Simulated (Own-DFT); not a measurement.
GaP (zincblende, atoms displaced) (calculated)

A calculation, not a measurement: plane-wave PBE density functional theory by an unreviewed code, no spin, of a simulated periodic cell, stress positive in tension, free energy of the whole cell less one offset for each atom, forces on such cells passed a denser k mesh, this cell's mesh not checked; offsets are fitted by least squares, one for each functional and potential file, so energies compare only between cells with the same atoms and settings and are not formation energies; the far tail of each file's local potential was reset to the Coulomb form; each entry is a single point on an unrelaxed cell, so the pressure reflects the starting lattice, mostly measured values (interpolated for alloys), from which strain is counted, and rises with the displacements; printed positions are rounded, which can move forces by about a meV/angstrom; the program, named Own-DFT, is a retired in-house code; no spin-orbit coupling. Program: Own-DFT development build.

Common to all runs: functional PBE; potential files PseudoDojo norm-conserving, scalar-relativistic, standard set; wave cutoff 42 hartree; occupations Fermi-Dirac; smearing width 0.1 eV; hardware one NVIDIA H200; k mesh 2 x 3 x 3 centred on Gamma.

```yaml
- entry: 1
  formula: GaP
  kind: "zincblende, atoms displaced"
  structure:
    cell_angstrom: [[16.3515, 0.0, 0.0], [0.0, 10.901, 0.0], [0.0, 0.0, 10.901]]
    atoms_fractional:
      - [Ga, 0.0005, 0.00245, 0.00027]
      - [Ga, 0.00068, 0.2528, 0.24913]
      - [Ga, 0.16704, 0.00063, 0.25143]
      - [Ga, 0.1649, 0.25208, 0.99977]
      - [P, 0.08402, 0.12434, 0.12647]
      - [P, 0.08531, 0.37543, 0.37697]
      - [P, 0.24986, 0.12548, 0.37396]
      - [P, 0.24943, 0.37488, 0.12326]
      - [Ga, 0.00078, 0.99891, 0.49941]
      - [Ga, 0.00017, 0.24719, 0.74936]
      - [Ga, 0.16523, 0.99961, 0.74989]
      - [Ga, 0.16544, 0.24915, 0.5008]
      - [P, 0.08441, 0.12259, 0.62422]
      - [P, 0.0862, 0.37779, 0.87312]
      - [P, 0.2499, 0.12481, 0.87171]
      - [P, 0.25117, 0.37553, 0.62386]
      - [Ga, 0.99937, 0.49777, 0.00164]
      - [Ga, 0.99903, 0.75284, 0.25323]
      - [Ga, 0.16657, 0.49761, 0.24905]
      - [Ga, 0.16608, 0.74955, 0.99787]
      - [P, 0.08587, 0.62254, 0.1228]
      - [P, 0.08304, 0.87126, 0.37343]
      - [P, 0.25037, 0.62521, 0.37358]
      - [P, 0.25028, 0.87479, 0.12653]
      - [Ga, 0.99801, 0.49956, 0.49723]
      - [Ga, 0.00086, 0.74693, 0.74854]
      - [Ga, 0.16758, 0.4997, 0.74687]
      - [Ga, 0.1656, 0.749, 0.50181]
      - [P, 0.08319, 0.62484, 0.62682]
      - [P, 0.08356, 0.87495, 0.87408]
      - [P, 0.25027, 0.62423, 0.87658]
      - [P, 0.24869, 0.87697, 0.62248]
      - [Ga, 0.33489, 0.99841, 0.00212]
      - [Ga, 0.33215, 0.2557, 0.25248]
      - [Ga, 0.50121, 0.00221, 0.24802]
      - [Ga, 0.5008, 0.25031, 0.00038]
      - [P, 0.41537, 0.12195, 0.12338]
      - [P, 0.41656, 0.37576, 0.37759]
      - [P, 0.58517, 0.12743, 0.37752]
      - [P, 0.584, 0.37504, 0.12654]
      - [Ga, 0.33427, 0.99982, 0.50208]
      - [Ga, 0.33324, 0.24811, 0.74947]
      - [Ga, 0.49891, 0.99923, 0.75196]
      - [Ga, 0.50029, 0.25234, 0.49911]
      - [P, 0.41681, 0.12437, 0.62225]
      - [P, 0.41595, 0.37713, 0.87655]
      - [P, 0.58424, 0.12531, 0.8771]
      - [P, 0.58293, 0.37858, 0.62443]
      - [Ga, 0.33504, 0.50163, 0.00206]
      - [Ga, 0.33243, 0.74786, 0.25211]
      - [Ga, 0.49974, 0.50074, 0.24939]
      - [Ga, 0.50148, 0.74907, 0.00353]
      - [P, 0.41575, 0.63111, 0.12297]
      - [P, 0.41755, 0.87425, 0.37503]
      - [P, 0.58302, 0.62756, 0.37428]
      - [P, 0.5814, 0.87866, 0.12411]
      - [Ga, 0.33183, 0.49816, 0.50257]
      - [Ga, 0.33507, 0.75098, 0.74994]
      - [Ga, 0.50143, 0.49847, 0.74617]
      - [Ga, 0.49913, 0.74798, 0.50038]
      - [P, 0.41671, 0.62451, 0.6192]
      - [P, 0.41718, 0.87444, 0.87321]
      - [P, 0.58214, 0.62173, 0.87694]
      - [P, 0.58121, 0.87563, 0.62423]
      - [Ga, 0.66686, 0.99881, 0.0008]
      - [Ga, 0.66779, 0.24893, 0.24699]
      - [Ga, 0.83108, 0.00077, 0.24854]
      - [Ga, 0.833, 0.24756, 0.00167]
      - [P, 0.74989, 0.1264, 0.12489]
      - [P, 0.75037, 0.37268, 0.37353]
      - [P, 0.91373, 0.12579, 0.3739]
      - [P, 0.91726, 0.37522, 0.12446]
      - [Ga, 0.66811, 0.9995, 0.49787]
      - [Ga, 0.6648, 0.248, 0.74968]
      - [Ga, 0.83144, 0.00272, 0.75212]
      - [Ga, 0.83362, 0.24954, 0.50147]
      - [P, 0.75177, 0.12312, 0.6248]
      - [P, 0.74997, 0.375, 0.87597]
      - [P, 0.91536, 0.12476, 0.8757]
      - [P, 0.91639, 0.37606, 0.62393]
      - [Ga, 0.66866, 0.50343, 0.9988]
      - [Ga, 0.6679, 0.74878, 0.24733]
      - [Ga, 0.8342, 0.49865, 0.25139]
      - [Ga, 0.83365, 0.75065, 0.99847]
      - [P, 0.74984, 0.62156, 0.12434]
      - [P, 0.74952, 0.8756, 0.37389]
      - [P, 0.91617, 0.62133, 0.37547]
      - [P, 0.91699, 0.87588, 0.12446]
      - [Ga, 0.66821, 0.49949, 0.49737]
      - [Ga, 0.66612, 0.75095, 0.75067]
      - [Ga, 0.83224, 0.50241, 0.75089]
      - [Ga, 0.83265, 0.75024, 0.49887]
      - [P, 0.74903, 0.62635, 0.62438]
      - [P, 0.75125, 0.87816, 0.87584]
      - [P, 0.91567, 0.62604, 0.87462]
      - [P, 0.91778, 0.87328, 0.62709]
  results:
    "free_energy_of_cell_above_offsets [eV]": "-53.572"
    "pressure [GPa]": 2.71
    "stress_xx [GPa]": -2.71
    "stress_yy [GPa]": -2.71
    "stress_zz [GPa]": -2.71
    "stress_yz [GPa]": 0.02
    "stress_xz [GPa]": 0.08
    "stress_xy [GPa]": -0.13
    force_element: [Ga, Ga, Ga, Ga, P, P, P, P, Ga, Ga, Ga, Ga, P, P, P, P, Ga, Ga, Ga, Ga, P, P, P, P, Ga, Ga, Ga, Ga, P, P, P, P, Ga, Ga, Ga, Ga, P, P, P, P, Ga, Ga, Ga, Ga, P, P, P, P, Ga, Ga, Ga, Ga, P, P, P, P, Ga, Ga, Ga, Ga, P, P, P, P, Ga, Ga, Ga, Ga, P, P, P, P, Ga, Ga, Ga, Ga, P, P, P, P, Ga, Ga, Ga, Ga, P, P, P, P, Ga, Ga, Ga, Ga, P, P, P, P]
    "force_x [eV/angstrom]": [0.018, -0.045, 0.029, 0.333, -0.1, -0.416, 0.105, 0.204, -0.296, 0.088, 0.327, 0.399, -0.341, -0.724, -0.084, -0.336, 0.228, 0.037, 0.203, 0.25, -0.691, 0.215, -0.303, -0.156, 0.485, -0.135, 0.255, 0.189, -0.068, -0.275, 0.154, 0.183, -0.468, 0.165, -0.276, -0.229, 0.216, 0.008, -0.145, 0.017, -0.164, 0.191, 0.198, 0.048, 0.235, 0.253, -0.234, 0.417, -0.277, 0.137, -0.114, -0.113, 0.143, -0.05, 0.184, 0.621, 0.104, -0.385, -0.603, 0.181, -0.097, 0.088, 0.172, 0.36, 0.016, -0.253, 0.304, 0.084, -0.113, 0.038, 0.616, -0.223, -0.274, 0.289, 0.525, -0.034, -0.5, -0.001, 0.267, 0.011, -0.403, -0.306, -0.147, -0.054, 0.45, 0.096, -0.086, -0.131, -0.186, -0.185, 0.039, 0.187, 0.03, -0.364, 0.313, -0.317]
    "force_y [eV/angstrom]": [-0.227, -0.277, -0.225, -0.37, 0.218, -0.004, 0.042, 0.101, -0.005, 0.346, -0.076, -0.038, 0.19, -0.313, -0.118, -0.396, 0.331, -0.687, 0.229, 0.15, 0.34, 0.517, -0.35, -0.1, -0.077, 0.28, 0.191, -0.047, -0.333, -0.022, 0.083, -0.283, -0.089, -0.535, 0.116, 0.032, 0.813, 0.201, -0.123, 0.186, -0.059, 0.214, 0.294, -0.155, 0.244, -0.275, -0.176, -0.56, 0.009, 0.482, 0.156, 0.273, -0.669, 0.169, -0.278, -0.451, 0.311, -0.207, 0.32, 0.343, -0.116, -0.128, 0.442, -0.005, 0.188, 0.16, -0.097, 0.405, -0.343, 0.043, -0.096, -0.171, -0.041, 0.227, -0.367, 0.112, 0.282, -0.183, 0.1, -0.091, -0.618, 0.21, -0.106, -0.025, 0.508, -0.242, 0.647, 0.011, 0.17, 0.059, -0.209, 0.038, -0.051, -0.423, -0.208, 0.262]
    "force_z [eV/angstrom]": [-0.065, 0.285, -0.079, -0.17, -0.091, -0.167, 0.316, 0.077, -0.171, 0.045, 0.02, -0.006, 0.011, -0.023, 0.578, 0.199, -0.397, -0.611, 0.056, 0.188, 0.367, 0.33, 0.363, -0.151, 0.392, 0.339, 0.201, -0.22, -0.468, 0.089, -0.403, 0.363, -0.482, -0.322, 0.529, 0.096, 0.43, -0.292, -0.397, -0.27, -0.503, 0.011, -0.191, 0.172, 0.38, -0.343, -0.205, -0.234, -0.094, -0.07, -0.017, -0.605, 0.5, -0.108, -0.057, 0.147, -0.502, -0.255, 0.391, -0.235, 0.789, 0.47, -0.262, 0.059, -0.033, 0.341, 0.029, -0.181, -0.145, 0.115, 0.003, 0.064, 0.366, -0.097, -0.259, -0.082, -0.019, -0.174, -0.003, 0.315, 0.054, 0.017, -0.184, 0.256, 0.117, -0.156, -0.176, 0.078, -0.045, 0.086, -0.139, 0.157, 0.022, -0.014, 0.111, -0.154]
    "wall_time [s]": 914.2
- entry: 2
  formula: GaP
  kind: "zincblende, atoms displaced"
  structure:
    cell_angstrom: [[16.3515, 0.0, 0.0], [0.0, 10.901, 0.0], [0.0, 0.0, 10.901]]
    atoms_fractional:
      - [Ga, 0.00377, 0.99736, 0.9987]
      - [Ga, 0.99834, 0.24958, 0.24916]
      - [Ga, 0.16797, 0.99958, 0.24889]
      - [Ga, 0.16569, 0.24894, 0.99919]
      - [P, 0.08451, 0.12371, 0.12639]
      - [P, 0.08494, 0.37642, 0.37406]
      - [P, 0.25062, 0.12618, 0.37321]
      - [P, 0.2514, 0.37261, 0.12805]
      - [Ga, 0.00074, 0.00248, 0.50147]
      - [Ga, 0.0012, 0.25056, 0.74803]
      - [Ga, 0.16558, 0.99839, 0.74883]
      - [Ga, 0.16613, 0.25138, 0.50225]
      - [P, 0.08287, 0.12446, 0.62367]
      - [P, 0.08383, 0.3757, 0.87637]
      - [P, 0.24988, 0.12592, 0.87664]
      - [P, 0.25097, 0.37577, 0.62704]
      - [Ga, 0.00265, 0.50121, 0.99906]
      - [Ga, 0.00289, 0.74955, 0.24646]
      - [Ga, 0.16655, 0.49876, 0.24846]
      - [Ga, 0.16887, 0.75206, 9.0e-05]
      - [P, 0.08316, 0.62676, 0.12784]
      - [P, 0.08147, 0.87327, 0.3773]
      - [P, 0.25228, 0.62292, 0.37731]
      - [P, 0.25327, 0.87473, 0.12089]
      - [Ga, 0.99931, 0.50173, 0.49876]
      - [Ga, 0.00174, 0.74993, 0.75122]
      - [Ga, 0.16628, 0.49984, 0.75411]
      - [Ga, 0.16822, 0.74997, 0.50228]
      - [P, 0.08137, 0.63002, 0.62221]
      - [P, 0.08369, 0.87605, 0.8761]
      - [P, 0.2517, 0.62756, 0.8709]
      - [P, 0.25044, 0.87374, 0.62236]
      - [Ga, 0.33309, 0.00275, 0.00161]
      - [Ga, 0.33259, 0.25078, 0.25134]
      - [Ga, 0.49954, 0.00081, 0.25067]
      - [Ga, 0.50102, 0.24998, 0.99992]
      - [P, 0.41466, 0.12481, 0.12361]
      - [P, 0.41637, 0.37342, 0.37339]
      - [P, 0.58297, 0.1222, 0.37379]
      - [P, 0.58184, 0.37495, 0.12483]
      - [Ga, 0.33379, 0.99947, 0.4976]
      - [Ga, 0.33286, 0.25122, 0.75365]
      - [Ga, 0.49978, 0.99789, 0.74934]
      - [Ga, 0.50042, 0.24591, 0.50122]
      - [P, 0.41689, 0.12745, 0.62229]
      - [P, 0.41572, 0.37758, 0.87612]
      - [P, 0.58212, 0.12386, 0.87524]
      - [P, 0.58436, 0.37398, 0.62219]
      - [Ga, 0.33119, 0.50243, 0.0005]
      - [Ga, 0.33278, 0.75286, 0.24828]
      - [Ga, 0.50162, 0.49805, 0.2499]
      - [Ga, 0.49939, 0.75116, 0.99811]
      - [P, 0.41685, 0.62429, 0.12585]
      - [P, 0.4136, 0.87673, 0.37908]
      - [P, 0.58425, 0.62306, 0.37527]
      - [P, 0.5831, 0.87519, 0.12507]
      - [Ga, 0.33519, 0.5004, 0.49958]
      - [Ga, 0.33287, 0.75, 0.75059]
      - [Ga, 0.49928, 0.4983, 0.75065]
      - [Ga, 0.50083, 0.75233, 0.497]
      - [P, 0.4186, 0.62561, 0.6222]
      - [P, 0.41645, 0.87422, 0.87286]
      - [P, 0.58314, 0.62583, 0.87565]
      - [P, 0.58323, 0.87293, 0.62397]
      - [Ga, 0.6667, 0.00116, 0.00018]
      - [Ga, 0.66903, 0.24967, 0.24856]
      - [Ga, 0.8352, 0.99648, 0.251]
      - [Ga, 0.83417, 0.25042, 0.99899]
      - [P, 0.748, 0.12487, 0.12686]
      - [P, 0.74946, 0.37543, 0.37869]
      - [P, 0.9174, 0.12491, 0.37663]
      - [P, 0.9169, 0.37471, 0.12653]
      - [Ga, 0.66801, 0.0029, 0.49838]
      - [Ga, 0.6664, 0.2523, 0.74772]
      - [Ga, 0.83295, 0.00096, 0.74833]
      - [Ga, 0.83208, 0.25159, 0.50216]
      - [P, 0.75126, 0.12533, 0.62403]
      - [P, 0.74924, 0.3722, 0.87287]
      - [P, 0.91425, 0.1265, 0.8747]
      - [P, 0.91809, 0.3745, 0.62534]
      - [Ga, 0.66716, 0.49812, 0.00233]
      - [Ga, 0.6668, 0.7503, 0.25067]
      - [Ga, 0.83326, 0.49712, 0.24967]
      - [Ga, 0.8318, 0.74866, 0.00151]
      - [P, 0.74961, 0.62792, 0.1245]
      - [P, 0.74822, 0.87371, 0.37366]
      - [P, 0.91609, 0.6268, 0.37648]
      - [P, 0.91998, 0.87272, 0.12711]
      - [Ga, 0.66512, 0.50082, 0.50039]
      - [Ga, 0.66561, 0.74867, 0.75077]
      - [Ga, 0.83313, 0.49844, 0.74943]
      - [Ga, 0.83175, 0.75172, 0.4985]
      - [P, 0.74884, 0.6259, 0.62314]
      - [P, 0.75104, 0.8731, 0.87131]
      - [P, 0.91635, 0.6258, 0.87093]
      - [P, 0.91913, 0.87395, 0.62702]
  results:
    "free_energy_of_cell_above_offsets [eV]": "-53.478"
    "pressure [GPa]": 2.73
    "stress_xx [GPa]": -2.72
    "stress_yy [GPa]": -2.74
    "stress_zz [GPa]": -2.72
    "stress_yz [GPa]": -0.07
    "stress_xz [GPa]": -0.02
    "stress_xy [GPa]": -0.01
    force_element: [Ga, Ga, Ga, Ga, P, P, P, P, Ga, Ga, Ga, Ga, P, P, P, P, Ga, Ga, Ga, Ga, P, P, P, P, Ga, Ga, Ga, Ga, P, P, P, P, Ga, Ga, Ga, Ga, P, P, P, P, Ga, Ga, Ga, Ga, P, P, P, P, Ga, Ga, Ga, Ga, P, P, P, P, Ga, Ga, Ga, Ga, P, P, P, P, Ga, Ga, Ga, Ga, P, P, P, P, Ga, Ga, Ga, Ga, P, P, P, P, Ga, Ga, Ga, Ga, P, P, P, P, Ga, Ga, Ga, Ga, P, P, P, P]
    "force_x [eV/angstrom]": [-0.752, 0.4, -0.066, 0.214, -0.232, -0.463, -0.275, -0.454, -0.256, -0.21, 0.359, 0.27, 0.282, -0.054, -0.178, -0.157, -0.578, -0.504, 0.345, -0.176, 0.623, 0.627, -0.45, -0.543, 0.09, -0.174, -0.078, -0.147, 0.489, 0.298, -0.507, 0.073, 0.232, 0.309, -0.3, -0.407, 0.463, 0.354, 0.202, 0.501, -0.355, 0.181, -0.061, 0.097, -0.336, 0.101, 0.247, -0.416, 0.175, 0.206, -0.372, -0.001, 0.063, 0.681, -0.227, -0.089, 0.044, 0.434, 0.209, -0.088, -0.115, -0.212, 0.017, 0.275, 0.061, -0.545, -0.141, -0.325, 0.847, -0.044, -0.328, 0.069, -0.229, -0.131, 0.244, 0.425, -0.33, 0.136, 0.763, -0.134, -0.075, -0.292, -0.068, 0.535, 0.006, 0.319, 0.016, -0.44, 0.263, 0.057, -0.101, 0.257, 0.161, -0.231, 0.056, -0.433]
    "force_y [eV/angstrom]": [0.544, -0.052, -0.345, 0.128, 0.148, -0.198, -0.121, 0.308, -0.393, -0.134, 0.158, -0.008, 0.152, -0.221, -0.268, 0.085, 0.151, -0.005, 0.209, -0.283, -0.277, 0.25, 0.306, 0.188, -0.076, 0.1, 0.316, -0.124, -0.739, -0.387, -0.257, 0.37, -0.224, -0.211, -0.244, -0.033, 0.282, 0.004, 0.463, -0.223, 0.528, -0.089, 0.192, 0.415, -0.44, -0.213, 0.152, 0.08, -0.11, -0.437, 0.194, -0.127, 0.175, -0.298, 0.289, -0.029, -0.216, 0.1, 0.188, -0.217, 0.046, 0.283, -0.376, 0.397, -0.289, 0.203, 0.245, -0.039, -0.212, 0.015, 0.092, 0.16, -0.347, -0.514, -0.236, -0.098, 0.029, 0.371, -0.317, 0.154, 0.196, -0.116, 0.455, 0.271, -0.621, 0.299, -0.087, 0.189, 0.007, -0.005, 0.122, 0.022, -0.161, 0.311, -0.17, 0.245]
    "force_z [eV/angstrom]": [0.229, 0.243, 0.239, 0.344, -0.159, 0.11, 0.356, -0.627, -0.135, 0.322, -0.021, -0.197, 0.277, -0.094, -0.309, -0.068, 0.106, 0.858, 0.238, -0.087, -0.678, -0.245, -0.456, 0.446, -0.028, 0.003, -0.703, -0.51, 0.465, -0.239, 0.59, 0.427, -0.563, -0.072, -0.116, -0.088, 0.325, 0.283, -0.03, 0.088, 0.442, -0.294, -0.244, -0.457, 0.64, 0.173, -0.276, 0.253, 0.137, 0.33, 0.112, 0.239, -0.027, -0.823, -0.245, 0.003, 0.158, -0.595, -0.196, 0.062, 0.301, 0.266, 0.047, -0.041, -0.2, 0.404, -0.06, 0.311, -0.295, -0.398, -0.026, -0.476, 0.196, 0.087, 0.0, -0.182, 0.134, 0.333, 0.011, -0.128, -0.308, -0.157, 0.239, -0.297, 0.267, 0.125, -0.511, -0.57, 0.06, -0.158, -0.177, 0.269, 0.228, 0.446, 0.592, -0.25]
    "wall_time [s]": 957.0
```
